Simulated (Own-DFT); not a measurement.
# Computed records: GaP (zincblende, strongly disordered by large displacements), InAs (zincblende, strongly disordered by large displacements)

Computed with Own-DFT development build. A calculation, not a measurement: plane-wave PBE density functional theory by an unreviewed code, no spin, of a simulated periodic cell, stress positive in tension, free energy of the whole cell less one offset for each atom, forces on such cells passed a denser k mesh, this cell's mesh not checked; broken bonds can close the gap or carry spin, so checks made on this kind of crystal may not hold here; offsets are fitted by least squares, one for each functional and potential file, so energies compare only between cells with the same atoms and settings and are not formation energies; the far tail of each file's local potential was reset to the Coulomb form; each entry is a single point on an unrelaxed cell, so the pressure reflects the starting lattice, mostly measured values (interpolated for alloys), from which strain is counted, and rises with the displacements; printed positions are rounded, which can move forces by about a meV/angstrom; the program, named Own-DFT, is a retired in-house code; no spin-orbit coupling.

Settings shared by all entries: functional PBE; potential files PseudoDojo norm-conserving, scalar-relativistic, standard set; wave cutoff 42 hartree; occupations Fermi-Dirac; smearing width 0.1 eV; k mesh 3 x 3 x 3 centred on Gamma.

(1) 
```cif
# cell vector a (Å): 10.9010 0.0000 0.0000
# cell vector b (Å): 0.0000 10.9010 0.0000
# cell vector c (Å): 0.0000 0.0000 10.9010
data_GaP
_symmetry_space_group_name_H-M 'P 1'
_symmetry_Int_Tables_number 1
_cell_length_a 10.9010
_cell_length_b 10.9010
_cell_length_c 10.9010
_cell_angle_alpha 90.000
_cell_angle_beta 90.000
_cell_angle_gamma 90.000
_cell_volume 1295.39
loop_
_atom_site_label
_atom_site_type_symbol
_atom_site_fract_x
_atom_site_fract_y
_atom_site_fract_z
_atom_site_occupancy
Ga1 Ga 0.97293 0.98029 0.99847 1
Ga2 Ga 0.93616 0.26975 0.21689 1
Ga3 Ga 0.23992 0.02041 0.21244 1
Ga4 Ga 0.29004 0.26855 0.93700 1
P1 P 0.14379 0.15218 0.15690 1
P2 P 0.15159 0.36807 0.36232 1
P3 P 0.38547 0.05155 0.41726 1
P4 P 0.35710 0.39095 0.12865 1
Ga5 Ga 0.98214 0.03453 0.52820 1
Ga6 Ga 0.00260 0.27293 0.77266 1
Ga7 Ga 0.27105 0.01726 0.72338 1
Ga8 Ga 0.25756 0.30366 0.50453 1
P5 P 0.15653 0.15867 0.55226 1
P6 P 0.15910 0.37888 0.91777 1
P7 P 0.39875 0.07898 0.86781 1
P8 P 0.34704 0.32261 0.65055 1
Ga9 Ga 0.00627 0.50577 0.96099 1
Ga10 Ga 0.98077 0.75737 0.24556 1
Ga11 Ga 0.25515 0.49342 0.25505 1
Ga12 Ga 0.29750 0.72973 0.95204 1
P9 P 0.14582 0.62315 0.04902 1
P10 P 0.16898 0.86174 0.40217 1
P11 P 0.37234 0.60369 0.31664 1
P12 P 0.34405 0.84779 0.12449 1
Ga13 Ga 0.02239 0.50314 0.51163 1
Ga14 Ga 0.02333 0.75905 0.78494 1
Ga15 Ga 0.30052 0.49608 0.74570 1
Ga16 Ga 0.27350 0.72440 0.52932 1
P13 P 0.15612 0.61556 0.66279 1
P14 P 0.14290 0.87654 0.89239 1
P15 P 0.34024 0.57585 0.89059 1
P16 P 0.34665 0.85826 0.60562 1
Ga17 Ga 0.56422 0.01888 0.98604 1
Ga18 Ga 0.52613 0.26701 0.24361 1
Ga19 Ga 0.73846 0.01438 0.24487 1
Ga20 Ga 0.73205 0.23001 0.99688 1
P17 P 0.65443 0.19351 0.14630 1
P18 P 0.60622 0.36577 0.38663 1
P19 P 0.89460 0.14176 0.43092 1
P20 P 0.83962 0.38014 0.12646 1
Ga21 Ga 0.48038 0.95636 0.55896 1
Ga22 Ga 0.53060 0.22487 0.72744 1
Ga23 Ga 0.75335 0.98115 0.72301 1
Ga24 Ga 0.75847 0.23170 0.50681 1
P21 P 0.58211 0.10056 0.61983 1
P22 P 0.60586 0.39870 0.91549 1
P23 P 0.89573 0.11450 0.85468 1
P24 P 0.83543 0.34201 0.61450 1
Ga25 Ga 0.48915 0.50738 0.98071 1
Ga26 Ga 0.46660 0.73974 0.25797 1
Ga27 Ga 0.74118 0.50508 0.28441 1
Ga28 Ga 0.74352 0.80115 0.96658 1
P25 P 0.66677 0.59589 0.08663 1
P26 P 0.59000 0.84603 0.35745 1
P27 P 0.84384 0.61136 0.37304 1
P28 P 0.94491 0.84835 0.10568 1
Ga29 Ga 0.53120 0.47486 0.49689 1
Ga30 Ga 0.41806 0.75090 0.75911 1
Ga31 Ga 0.79556 0.52239 0.74111 1
Ga32 Ga 0.74711 0.73937 0.46396 1
P29 P 0.64819 0.61902 0.63848 1
P30 P 0.63944 0.88619 0.85877 1
P31 P 0.87431 0.58170 0.88032 1
P32 P 0.87874 0.93080 0.61609 1
_calc_hardware 'one NVIDIA H100'
_calc_free_energy_of_cell_above_offsets '53.619'  # eV
_calc_pressure 22.96  # GPa
_calc_stress_xx -21.09  # GPa
_calc_stress_yy -24.94  # GPa
_calc_stress_zz -22.85  # GPa
_calc_stress_yz -1.58  # GPa
_calc_stress_xz -2.61  # GPa
_calc_stress_xy 1.79  # GPa
_calc_wall_time 599.9  # s
```

Force:
```csv
element,x (eV/Å),y (eV/Å),z (eV/Å)
Ga,2.942,7.356,-4.927
Ga,6.799,-6.893,5.948
Ga,4.813,-7.245,3.708
Ga,6.993,-7.024,2.508
P,-5.66,6.596,-3.596
P,-4.686,0.593,-1.324
P,-2.286,2.567,-3.62
P,3.167,-3.038,-2.627
Ga,12.1,-1.275,0.41
Ga,0.95,0.547,-1.269
Ga,-2.853,0.277,-0.341
Ga,-0.096,1.646,-6.778
P,-2.782,-6.191,3.731
P,-7.153,4.182,-2.89
P,0.143,2.266,1.034
P,6.32,1.53,7.059
Ga,5.246,-3.706,4.79
Ga,3.139,-5.445,8.812
Ga,-6.843,-2.346,-3.13
Ga,-2.99,10.41,4.418
P,-0.934,-0.069,3.4
P,-1.855,0.751,-1.331
P,2.662,-0.161,8.15
P,1.023,0.828,-0.441
Ga,-0.269,-0.601,-0.432
Ga,-1.431,-1.303,-1.458
Ga,-2.576,-4.887,-8.177
Ga,-4.558,-8.087,-6.393
P,-2.203,0.161,-0.992
P,1.352,1.947,-0.706
P,2.955,-2.033,3.075
P,-2.234,2.942,6.301
Ga,-1.51,1.159,2.546
Ga,-8.013,1.706,1.266
Ga,0.443,-0.99,0.753
Ga,4.626,2.815,-9.105
P,0.125,-6.653,3.88
P,5.942,-4.772,-3.401
P,-1.847,3.962,-11.96
P,-3.615,6.265,-4.624
Ga,6.6,0.843,-3.549
Ga,-3.285,7.105,7.291
Ga,-5.711,4.395,4.748
Ga,-9.524,-2.847,-3.156
P,7.271,-3.354,-4.72
P,7.383,-6.895,-5.61
P,-2.128,-0.244,1.235
P,5.686,7.446,7.5
Ga,-2.495,3.71,6.716
Ga,2.427,4.015,-4.334
Ga,-5.789,-5.597,-5.88
Ga,6.156,-6.35,7.192
P,-0.658,1.134,-0.004
P,2.868,2.963,2.121
P,10.16,2.956,2.357
P,-5.498,-1.697,-2.411
Ga,-4.516,6.741,6.73
Ga,2.697,-0.945,0.953
Ga,-4.9,-4.846,-7.902
Ga,-3.2,3.448,3.569
P,-1.967,1.122,-1.514
P,-5.787,1.782,-6.115
P,-2.187,8.83,2.936
P,1.059,-11.51,-0.421
```

(2) 
```cif
# cell vector a (Å): 12.1166 0.0000 0.0000
# cell vector b (Å): 0.0000 12.1166 0.0000
# cell vector c (Å): 0.0000 0.0000 12.1166
data_InAs
_symmetry_space_group_name_H-M 'P 1'
_symmetry_Int_Tables_number 1
_cell_length_a 12.1166
_cell_length_b 12.1166
_cell_length_c 12.1166
_cell_angle_alpha 90.000
_cell_angle_beta 90.000
_cell_angle_gamma 90.000
_cell_volume 1778.86
loop_
_atom_site_label
_atom_site_type_symbol
_atom_site_fract_x
_atom_site_fract_y
_atom_site_fract_z
_atom_site_occupancy
In1 In 0.02445 0.96586 0.99651 1
In2 In 0.00771 0.25084 0.24210 1
In3 In 0.25371 0.03404 0.25206 1
In4 In 0.23253 0.25864 0.00933 1
As1 As 0.13849 0.13918 0.13666 1
As2 As 0.13447 0.34360 0.38271 1
As3 As 0.39947 0.14731 0.38173 1
As4 As 0.39772 0.35229 0.12741 1
In5 In 0.97406 0.01292 0.49839 1
In6 In 0.00257 0.25545 0.74344 1
In7 In 0.25362 0.00938 0.76457 1
In8 In 0.25535 0.25650 0.49399 1
As5 As 0.13973 0.09766 0.64701 1
As6 As 0.11994 0.37551 0.87492 1
As7 As 0.36875 0.09807 0.88558 1
As8 As 0.39289 0.37293 0.63966 1
In9 In 0.99252 0.50325 0.99756 1
In10 In 0.00238 0.74380 0.23528 1
In11 In 0.25566 0.49107 0.21488 1
In12 In 0.25040 0.73562 0.99842 1
As9 As 0.12712 0.65116 0.12209 1
As10 As 0.09191 0.86879 0.40171 1
As11 As 0.36344 0.63083 0.39122 1
As12 As 0.35944 0.85281 0.12257 1
In13 In 0.00377 0.50233 0.52192 1
In14 In 0.01535 0.76435 0.76866 1
In15 In 0.24466 0.49789 0.74712 1
In16 In 0.24783 0.73611 0.51235 1
As13 As 0.08422 0.64143 0.64091 1
As14 As 0.14726 0.85432 0.86836 1
As15 As 0.38044 0.65230 0.89311 1
As16 As 0.39623 0.88012 0.60874 1
In17 In 0.46902 0.96633 0.99875 1
In18 In 0.47869 0.27803 0.27582 1
In19 In 0.79413 0.00096 0.25019 1
In20 In 0.78320 0.25396 0.00540 1
As17 As 0.59655 0.13217 0.08162 1
As18 As 0.61942 0.38812 0.38826 1
As19 As 0.87584 0.11183 0.37514 1
As20 As 0.85890 0.38663 0.12698 1
In21 In 0.51690 0.00038 0.48301 1
In22 In 0.51377 0.24868 0.74131 1
In23 In 0.73234 0.98618 0.76526 1
In24 In 0.74980 0.24763 0.51056 1
As21 As 0.63217 0.11539 0.63478 1
As22 As 0.63270 0.35675 0.83491 1
As23 As 0.86045 0.12698 0.88014 1
As24 As 0.84384 0.39611 0.62004 1
In25 In 0.48306 0.49057 0.96775 1
In26 In 0.52820 0.73185 0.26990 1
In27 In 0.75625 0.49019 0.25208 1
In28 In 0.75825 0.73378 0.01966 1
As25 As 0.63097 0.63486 0.13254 1
As26 As 0.62565 0.88862 0.38167 1
As27 As 0.86224 0.61677 0.38624 1
As28 As 0.88107 0.88447 0.13959 1
In29 In 0.46298 0.50039 0.49827 1
In30 In 0.52898 0.75425 0.74727 1
In31 In 0.73658 0.50242 0.74820 1
In32 In 0.78286 0.72841 0.52417 1
As29 As 0.63248 0.61840 0.62721 1
As30 As 0.62728 0.87271 0.90694 1
As31 As 0.90224 0.63049 0.86249 1
As32 As 0.87832 0.85274 0.61911 1
_calc_hardware 'one NVIDIA H200'
_calc_free_energy_of_cell_above_offsets '-2.039'  # eV
_calc_pressure 8.9  # GPa
_calc_stress_xx -7.82  # GPa
_calc_stress_yy -9.09  # GPa
_calc_stress_zz -9.78  # GPa
_calc_stress_yz -1.06  # GPa
_calc_stress_xz -0.21  # GPa
_calc_stress_xy 1.07  # GPa
_calc_wall_time 1335  # s
```

Force:
```csv
element,x (eV/Å),y (eV/Å),z (eV/Å)
In,-0.951,1.92,0.49
In,-1.816,0.462,0.845
In,1.719,-2.987,2.113
In,2.005,0.115,-1.41
As,-2.377,-1.337,-1.957
As,-2.947,4.205,-2.207
As,-2.47,-3.678,1.997
As,-2.252,2.498,-4.816
In,3.01,-2.383,3.804
In,-1.002,-0.953,-0.367
In,1.34,-3.793,-0.507
In,2.516,-2.505,3.909
As,-3.696,3.373,-4.132
As,0.087,0.406,0.331
As,1.488,4.38,1.068
As,-2.667,0.135,-0.497
In,0.933,0.127,0.814
In,-1.695,1.192,3.613
In,-0.298,0.461,1.312
In,-1.185,1.618,0.853
As,-0.275,-4.191,-0.107
As,1.857,-0.391,-1.271
As,0.079,-0.318,-3.591
As,0.303,0.712,3.261
In,-0.676,-1.559,-2.072
In,-3.174,1.789,-0.837
In,0.192,1.13,0.209
In,-1.681,2.223,1.34
As,4.112,-2.119,-1.787
As,1.887,2.426,1.09
As,2.268,-2.321,-3.993
As,-1.226,-0.573,1.445
In,1.194,0.622,0.806
In,4.662,0.155,0.315
In,-6.306,0.702,0.107
In,-3.58,-0.766,-0.217
As,0.944,0.653,1.42
As,0.355,-0.183,0.194
As,-0.517,6.384,0.186
As,3.418,-0.541,-0.257
In,-2.023,2.491,2.478
In,-2.753,-3.824,-0.495
In,1.185,-0.364,-0.176
In,-0.513,-0.508,-0.963
As,-0.259,-0.335,-1.283
As,1.893,1.94,5.221
As,2.702,-1.975,-1.765
As,3.055,-1.662,-0.517
In,1.479,-0.999,0.734
In,-1.878,1.832,1.248
In,-2.492,2.012,1.965
In,1.801,1.416,-1.685
As,-0.557,-3.449,-0.547
As,3.961,-3.05,-2.702
As,2.455,-1.184,-2.512
As,2.082,-3.544,-4.252
In,2.543,-0.354,0.68
In,-0.756,0.877,0.272
In,1.18,1.607,1.869
In,-4.324,-1.307,-1.583
As,-1.74,0.647,-1.708
As,0.669,-1.155,-0.775
As,-3.406,-1.055,1.198
As,2.118,4.854,3.798
```
